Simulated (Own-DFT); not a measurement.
# Computed records: AlN (wurtzite, atoms displaced)

Computed with Own-DFT development build. A calculation, not a measurement: plane-wave PBE density functional theory by an unreviewed code, no spin, of a simulated periodic cell, stress positive in tension, free energy of the whole cell less one offset for each atom, forces on such cells passed a denser k mesh, this cell's mesh not checked; offsets are fitted by least squares, one for each functional and potential file, so energies compare only between cells with the same atoms and settings and are not formation energies; the far tail of each file's local potential was reset to the Coulomb form; each entry is a single point on an unrelaxed cell, so the pressure reflects the starting lattice, mostly measured values (interpolated for alloys), from which strain is counted, and rises with the displacements; printed positions are rounded, which can move forces by about a meV/angstrom; the program, named Own-DFT, is a retired in-house code; no spin-orbit coupling.

Settings shared by all entries: functional PBE; potential files PseudoDojo norm-conserving, scalar-relativistic, standard set; wave cutoff 42 hartree; occupations Fermi-Dirac; smearing width 0.1 eV; hardware one NVIDIA H100; k mesh 2 x 2 x 2 centred on Gamma.

(1) 
```xyz
128
Lattice="12.4480 0.0000 0.0000 -6.2240 10.7803 0.0000 0.0000 0.0000 9.9640" Properties=species:S:1:pos:R:3:force_x:R:1:force_y:R:1:force_z:R:1 formula=AlN free_energy_of_cell_above_offsets=-62.383 pressure=3.75 stress_xx=-4.22 stress_yy=-3.72 stress_zz=-3.31 stress_yz=-0.1 stress_xz=-0.3 stress_xy=-0.31 wall_time=356.1
Al     0.0048     1.7766     9.9607      0.014      0.481     -0.129
Al     1.5691     0.9141     2.5009     -0.279     -0.457     -0.364
N      0.0329     1.8066     1.8737     -0.429     -0.005      0.449
N      1.5406     0.8801     4.3840      0.307      0.426      0.339
Al    -0.0192     1.7716     4.9573      0.596      0.877      0.344
Al     1.5521     0.9271     7.4768      0.231     -0.428      0.006
N     -0.0291     1.7949     6.8971      0.883      0.134     -0.445
N      1.5828     0.9034     9.3908     -0.721     -0.382     -0.637
Al    -1.5631     4.4731     9.9486     -0.046      0.568      0.483
Al     0.0341     3.6242     2.4376     -0.691     -0.526      0.816
N     -1.5472     4.5095     1.9263      -0.01     -0.686     -0.685
N     -0.0089     3.5902     4.3823      0.424     -0.143     -0.066
Al    -1.5497     4.4921     4.9869     -0.088      0.032      -0.18
Al     0.0050     3.5801     7.4879     -0.335      0.514     -0.411
N     -1.5454     4.5102     6.8760     -0.173     -0.414       0.24
N     -0.0053     3.6288     9.3604      0.177     -0.845      0.377
Al    -3.0976     7.1887     9.9152      0.064     -0.206      1.005
Al    -1.5703     6.2683     2.4639      0.542      0.736      0.522
N     -3.0948     7.1856     1.9219     -0.206      0.338     -0.598
N     -1.5645     6.2864     4.3969     -0.174     -0.133     -0.141
Al    -3.1325     7.1835     4.9738      0.552      -0.06      0.231
Al    -1.5582     6.3081     7.4573      0.241     -0.304      0.332
N     -3.1053     7.1687     6.8916     -0.361      0.771     -0.321
N     -1.5575     6.2810     9.3793        0.3     -0.001     -0.253
Al    -4.6760     9.8681     0.0186       0.22      0.156     -0.332
Al    -3.1024     8.9953     2.4951     -0.302     -0.366     -0.154
N     -4.6392     9.9041     1.8795       -0.7     -0.424      0.803
N     -3.0697     8.9870     4.4005     -1.435     -0.383     -0.262
Al    -4.6693     9.8805     4.9767      0.238     -0.207     -0.074
Al    -3.1413     9.0279     7.4560      1.155     -0.978      0.326
N     -4.6514     9.8705     6.8695     -0.551      0.914      0.096
N     -3.1308     8.9536     9.3767      0.086       0.74     -0.429
Al     3.0852     1.7909     0.0082      1.079     -0.206     -0.197
Al     4.6639     0.8907     2.5026     -0.105     -0.134      0.074
N      3.1139     1.7506     1.8820      0.171      0.992       0.62
N      4.6375     0.9002     4.4240      0.584     -0.185     -0.457
Al     3.1082     1.7844     4.9908     -0.138      0.161      0.071
Al     4.6474     0.8991     7.4712      0.922          0      0.045
N      3.1337     1.8398     6.8885     -0.815     -1.139     -0.166
N      4.7039     0.8772     9.3626     -0.936      0.261      0.326
Al     1.5393     4.5361     9.9517       0.32     -0.826      0.515
Al     3.1318     3.5624     2.5144     -0.046      0.462     -0.386
N      1.5531     4.5087     1.9183       0.88      0.099     -0.207
N      3.1653     3.5926     4.4319     -1.388     -0.459     -0.693
Al     1.5608     4.4871     4.9845     -0.078     -0.105     -0.174
Al     3.0979     3.5726     7.4734     -0.068       0.47       0.52
N      1.5581     4.4834     6.8842     -0.051     -0.274     -0.025
N      3.0981     3.5726     9.3873     -0.237      0.441     -0.072
Al     0.0181     7.1890     9.9430     -0.564      0.045      0.673
Al     1.5627     6.3115     2.5488      -0.44     -0.107       -0.8
N     -0.0088     7.2156     1.9200      0.219     -0.523     -0.284
N      1.5688     6.2939     4.4155     -0.129      0.064      0.295
Al    -0.0304     7.1756     4.9902      0.389      0.243      -0.16
Al     1.5787     6.2588     7.4514     -0.185      0.791      0.197
N      0.0064     7.2069     6.8912      0.138     -0.796     -0.097
N      1.5399     6.2853     9.3874      0.699        0.4     -0.697
Al    -1.5680     9.8474     9.9464      0.088      0.516      0.046
Al    -0.0228     9.0066     2.4744      0.022     -0.303      0.233
N     -1.5969     9.8886     1.8870      0.727      0.076      0.136
N     -0.0015     8.9809     4.4035     -0.102     -0.035     -0.366
Al    -1.5895     9.8537     4.9562      1.369      0.767      0.927
Al    -0.0197     8.9566     7.4820      0.573      0.559      0.245
N     -1.5086     9.8795     6.9020     -1.327      0.089     -0.481
N      0.0069     8.9839     9.3883      0.064     -0.201     -0.138
Al     6.2073     1.8087     0.0343       0.22     -0.637     -0.482
Al     7.7646     0.8894     2.4983      0.352      0.078     -0.496
N      6.2059     1.7882     1.9220      0.104      0.276      0.178
N      7.7704     0.8646     4.3776      0.249      0.473      0.306
Al     6.2416     1.8041     4.9862     -0.542     -0.215      0.111
Al     7.7993     0.8742     7.4752     -0.735       0.45      0.287
N      6.2278     1.8065     6.8859      0.118      0.051     -0.025
N      7.7721     0.8935     9.3931      0.154      0.094     -0.155
Al     4.6419     4.4791     0.0007      0.165      0.232      0.217
Al     6.2312     3.6028     2.5060      0.169          0     -0.372
N      4.6971     4.5227     1.9126      -0.56     -0.965     -0.227
N      6.2148     3.6202     4.3817     -0.191     -0.609      0.375
Al     4.6381     4.4823     5.0061      0.985      0.789      0.038
Al     6.2013     3.6227     7.4684      0.516     -0.959      0.308
N      4.6403     4.4451     6.9202      0.228       0.88     -0.458
N      6.2028     3.5851     9.4000     -0.091      0.154     -0.465
Al     3.1100     7.1989     0.0150      0.107     -0.597     -0.348
Al     4.6648     6.2805     2.4794      0.364      0.406      0.405
N      3.1095     7.1562     1.8854       0.07      0.617      0.514
N      4.6911     6.2997     4.3985     -0.275     -0.253       0.04
Al     3.1221     7.2297     4.9773      0.393      -0.89      0.132
Al     4.6691     6.2552     7.4884      0.038      0.457       -0.4
N      3.1459     7.1776     6.8632     -0.436      0.257      0.526
N      4.6888     6.2852     9.3690     -0.659     -0.231      0.123
Al     1.5751     9.8717     0.0178     -0.374      0.205     -0.463
Al     3.1433     8.9798     2.4908      -0.68     -0.151     -0.318
N      1.5410     9.8766     1.8820      0.512     -0.029      0.682
N      3.1481     8.9780     4.3704     -0.557      0.554       0.29
Al     1.5562     9.8596     4.9703     -0.045     -0.028      0.374
Al     3.1195     9.0091     7.4811       -0.1     -0.664          0
N      1.5393     9.8754     6.9071      0.464     -0.262     -0.476
N      3.1319     8.9638     9.3939     -0.184      0.415     -0.173
Al     9.3318     1.7992     9.9537     -0.135     -0.218      0.263
Al    10.8981     0.8977     2.4911      0.062      0.494     -0.312
N      9.3314     1.8036     1.8866       0.12     -0.257      0.518
N     10.9173     0.9229     4.3834     -1.008     -0.463      0.126
Al     9.3196     1.8102     4.9784      0.189     -0.391     -0.127
Al    10.9147     0.9059     7.4431     -0.886     -0.379      0.801
N      9.3267     1.7930     6.8753       0.33      0.156      0.067
N     10.8835     0.8820     9.4075      0.204      0.464      -0.79
Al     7.7376     4.4537     0.0002      0.957      0.919      0.208
Al     9.3525     3.5944     2.5208      0.203     -0.261     -0.758
N      7.8251     4.4567     1.9048     -0.773      0.734      0.087
N      9.3238     3.5925     4.3803      0.202      -0.05      0.562
Al     7.7631     4.4441     4.9637      0.296      1.094      0.197
Al     9.3181     3.6111     7.4739      0.524     -0.252      0.115
N      7.7835     4.4901     6.8755     -0.456      0.251      0.045
N      9.3473     3.5832     9.3967      -0.57      0.177     -0.657
Al     6.2229     7.1795     9.9211       0.22      0.505      0.572
Al     7.8148     6.3089     2.4958     -0.663      -0.42     -0.535
N      6.2154     7.2003     1.8763      0.277     -0.329      0.088
N      7.7712     6.3085     4.3862      0.561     -0.921       0.01
Al     6.2742     7.1562     4.9926     -1.219      0.797      0.117
Al     7.7747     6.3025     7.4699      0.224     -0.144      0.129
N      6.2215     7.2043     6.8997      0.081     -0.622     -0.054
N      7.8026     6.3389     9.3772     -0.572     -1.368     -0.216
Al     4.6623     9.8969     0.0022      0.206     -0.398      0.356
Al     6.2056     8.9672     2.4943      0.907      0.239      0.295
N      4.6859     9.8824     1.9517      -0.24      0.119     -0.872
N      6.2374     8.9881     4.4290     -0.162     -0.241     -0.499
Al     4.6641     9.9017     4.9909       0.46     -0.274     -0.063
Al     6.2444     8.9777     7.4951     -0.299      0.248       -0.6
N      4.6801     9.8763     6.8950     -0.021      0.316     -0.167
N      6.2150     9.0125     9.3511      0.042     -0.306      0.634
```

Units: free_energy_of_cell_above_offsets in eV; pressure, stress_xx, stress_yy, stress_zz, stress_yz, stress_xz, stress_xy in GPa; wall_time in s; force_x, force_y, force_z in eV/Å.

(2) 
```xyz
128
Lattice="12.4480 0.0000 0.0000 -6.2240 10.7803 0.0000 0.0000 0.0000 9.9640" Properties=species:S:1:pos:R:3:force_x:R:1:force_y:R:1:force_z:R:1 formula=AlN free_energy_of_cell_above_offsets=-62.199 pressure=3.78 stress_xx=-3.92 stress_yy=-3.7 stress_zz=-3.73 stress_yz=-0.31 stress_xz=-0.02 stress_xy=-0.47 wall_time=393.3
Al     0.0153     1.7947     0.0040     -0.257     -0.164     -0.249
Al     1.5505     0.9134     2.5012     -0.025     -0.418     -0.262
N     -0.0570     1.8149     1.9000      1.182     -0.432      0.038
N      1.5630     0.9128     4.4232     -0.187     -0.277     -0.814
Al    -0.0006     1.7560     4.9905      0.419      1.056      0.502
Al     1.5553     0.8930     7.4731       0.15     -0.133      0.256
N      0.0232     1.7967     6.8984     -0.512      0.177     -0.007
N      1.5591     0.9010     9.4061      0.167      0.004     -0.329
Al    -1.5344     4.4729     0.0010     -0.608      0.157      -0.08
Al     0.0122     3.5649     2.5290     -0.434      0.799     -0.331
N     -1.5319     4.4769     1.8826     -0.094     -0.033      0.406
N     -0.0072     3.6142     4.4197      0.394     -1.122      -0.45
Al    -1.5240     4.4567     5.0007     -1.104      0.891     -0.165
Al     0.0142     3.6061     7.5186     -0.101     -0.162     -0.627
N     -1.5596     4.4891     6.8692      0.423      0.092      0.907
N      0.0466     3.5999     9.4169     -0.617     -0.198      -0.47
Al    -3.1167     7.1640     0.0134      -0.26      0.252     -0.439
Al    -1.5549     6.2805     2.4821      0.113     -0.127     -0.007
N     -3.1185     7.1720     1.8958      0.559      0.492      0.221
N     -1.5725     6.2853     4.3813      0.542     -0.304      0.045
Al    -3.1033     7.1941     4.9442     -0.224     -0.188      0.636
Al    -1.5779     6.3035     7.4755     -0.034     -0.181     -0.363
N     -3.1199     7.2244     6.8897      0.272     -0.582       -0.5
N     -1.5573     6.2769     9.3625      0.153     -0.046      0.222
Al    -4.6534     9.8668     9.9633     -0.322      0.298      0.148
Al    -3.0462     8.9954     2.4833     -1.819     -0.688      0.568
N     -4.6676     9.8705     1.9051      0.159      0.403      0.234
N     -3.0782     8.9945     4.4371     -0.467      0.114     -1.016
Al    -4.6668     9.8824     4.9436      0.018     -0.292       0.68
Al    -3.1117     8.9852     7.4685     -0.056      0.433     -0.037
N     -4.6803     9.8689     6.8938      -0.03      0.321     -0.342
N     -3.1200     8.9984     9.3792      0.443     -0.537     -0.078
Al     3.1134     1.8260     0.0122     -0.097     -0.595     -0.379
Al     4.6886     0.8956     2.4875     -0.468      0.054       0.29
N      3.1158     1.8030     1.8934     -0.065      0.019      0.265
N      4.6728     0.9344     4.4086          0     -0.165     -0.567
Al     3.0899     1.7924     4.9891       0.59      0.596      0.041
Al     4.6338     0.9255     7.4918      0.336      0.068     -1.185
N      3.0856     1.8320     6.8694      0.181     -0.213      0.451
N      4.6585     0.8974     9.3253     -0.056        0.4      1.281
Al     1.5454     4.5029     0.0429      0.788      0.013     -0.471
Al     3.0855     3.6013     2.4797      0.945      0.058       0.49
N      1.5597     4.5195     1.9151     -0.332     -0.876      0.066
N      3.1220     3.5913     4.3987     -0.391      0.272     -0.214
Al     1.5145     4.5029     4.9770      1.119     -0.214      0.226
Al     3.0914     3.6265     7.4692      0.567     -0.301     -0.196
N      1.5728     4.5083     6.8808     -0.787     -0.104      0.073
N      3.1242     3.5944     9.3658     -0.482      0.223      0.235
Al     0.0091     7.1626     9.9454     -0.267      0.528      0.217
Al     1.5633     6.2735     2.4672      0.056      0.964      0.686
N      0.0099     7.2043     1.8830     -0.111     -0.686      0.067
N      1.5497     6.2861     4.4164      0.117          0     -0.538
Al     0.0031     7.1808     4.9582     -0.543       0.01      0.168
Al     1.5370     6.2704     7.4748     -0.236      0.463      0.001
N     -0.0318     7.2136     6.8700      0.514      -0.59      0.165
N      1.5736     6.2868     9.3839     -0.264     -0.129     -0.172
Al    -1.5519     9.8970     9.9245     -0.215     -0.276      0.591
Al    -0.0041     8.9633     2.5021      0.208      0.543     -0.689
N     -1.5908     9.8748     1.9263      1.444      0.708     -0.931
N     -0.0296     8.9520     4.3505      0.631      0.883      1.058
Al    -1.5427     9.9274     4.9627      0.022     -0.517      0.442
Al     0.0312     8.9784     7.4444     -1.174      0.463      0.522
N     -1.5789     9.9247     6.8722      0.699     -0.379       0.24
N      0.0078     8.9950     9.4091      0.032     -0.426     -0.979
Al     6.2005     1.7910     0.0078      0.521      -0.35     -0.347
Al     7.7515     0.9133     2.5064      0.884     -0.615      -0.36
N      6.2449     1.7567     1.8896     -0.725       0.92      0.167
N      7.7901     0.9639     4.3816     -0.251     -1.439      0.275
Al     6.2350     1.8097     4.9656       -0.2      0.059      0.611
Al     7.7523     0.8895     7.4791      0.408       0.42      0.114
N      6.2337     1.8138     6.8717     -0.479     -0.518      0.101
N      7.7790     0.9095     9.3796     -0.061     -0.392     -0.075
Al     4.6700     4.4623     9.9462       0.38      0.604      0.169
Al     6.2613     3.5841     2.5068     -0.361      0.214     -0.229
N      4.6796     4.4947     1.8883      0.053      -0.48      0.223
N      6.2565     3.5843     4.4143     -0.577      0.256     -0.508
Al     4.6983     4.5034     4.9671     -0.483     -0.337      0.299
Al     6.2508     3.5674     7.4869      -0.54      0.759     -0.292
N      4.6542     4.5422     6.8874      0.391     -1.133     -0.136
N      6.2569     3.5704     9.3827     -1.216     -0.301     -0.168
Al     3.1095     7.1931     9.9580      0.671     -0.224       0.26
Al     4.7166     6.2765     2.5054     -0.524      0.243     -0.567
N      3.1298     7.1854     1.9172      0.021     -0.143     -0.301
N      4.6739     6.2908     4.3775     -0.189      0.106      0.466
Al     3.1024     7.1686     5.0271      0.076      0.188     -0.697
Al     4.6415     6.2857     7.4663      0.721      0.561      0.194
N      3.0758     7.1930     6.9139      0.255      -0.11      -0.19
N      4.7052     6.2772     9.3603     -1.057     -0.045      0.147
Al     1.5703     9.8620     9.9456     -0.071      0.704      0.718
Al     3.1186     8.9813     2.5020     -0.825       -0.2      0.057
N      1.5486     9.9032     1.9114      0.181     -0.387     -0.121
N      3.0677     8.9792     4.4010      0.859     -0.048      0.228
Al     1.5734     9.8827     5.0216     -0.903      0.199     -1.614
Al     3.0960     8.9816     7.4574      0.314      0.066      0.247
N      1.5565     9.8739     6.8495      0.008      0.316      0.913
N      3.1337     8.9900     9.3664      -0.46     -0.251     -0.211
Al     9.3461     1.8109     0.0105     -0.317     -0.224     -0.508
Al    10.8948     0.8760     2.4315     -0.604      0.023      0.998
N      9.3232     1.7952     1.8978      0.216     -0.105      0.182
N     10.9504     0.8914     4.4068       -1.3     -0.085     -0.724
Al     9.3371     1.7479     4.9891       0.59      1.541      0.198
Al    10.8951     0.8798     7.4647     -0.147      0.517     -0.292
N      9.3194     1.8195     6.9057      0.263     -1.003     -0.373
N     10.8941     0.8972     9.3298      0.111      0.124      1.104
Al     7.7364     4.4556     9.9513      1.076       1.23      0.422
Al     9.3418     3.5828     2.5058       0.06      0.516      0.284
N      7.7951     4.5222     1.9152     -0.101     -0.681     -0.365
N      9.3347     3.6377     4.4332      0.171     -1.164     -0.524
Al     7.7600     4.4946     5.0197      0.761     -0.028     -0.201
Al     9.3440     3.5832     7.5018     -0.267      0.405     -0.865
N      7.7731     4.4789     6.8948      0.219       0.55       0.27
N      9.3050     3.5970     9.3490      0.778     -0.035      0.912
Al     6.1962     7.1858     0.0046      0.788      0.057     -0.188
Al     7.7926     6.3138     2.4923     -0.178     -0.383     -0.026
N      6.2503     7.1884     1.8895     -0.403      0.323      0.269
N      7.7742     6.2620     4.3814      0.022      0.676      0.272
Al     6.2224     7.1871     4.9564      0.234      0.301      0.274
Al     7.7912     6.3287     7.4505     -0.342     -0.704      0.349
N      6.2316     7.2086     6.8750     -0.561     -0.369     -0.291
N      7.7614     6.2912     9.3587      0.152     -0.152      0.202
Al     4.6686     9.8735     9.9328      0.084      0.312      0.423
Al     6.1896     9.0182     2.4609      1.132     -0.988      0.442
N      4.6572     9.8380     1.9269     -0.304      1.074     -1.038
N      6.2136     8.9989     4.3694      -0.05     -0.134      0.085
Al     4.6574     9.8973     4.9830      0.103     -0.666     -0.134
Al     6.2101     8.9713     7.4734      0.205      0.288     -0.037
N      4.6483     9.8734     6.8792      0.059     -0.012     -0.029
N      6.2149     8.9969     9.3785      0.127     -0.241     -0.013
```

Units: free_energy_of_cell_above_offsets in eV; pressure, stress_xx, stress_yy, stress_zz, stress_yz, stress_xz, stress_xy in GPa; wall_time in s; force_x, force_y, force_z in eV/Å.
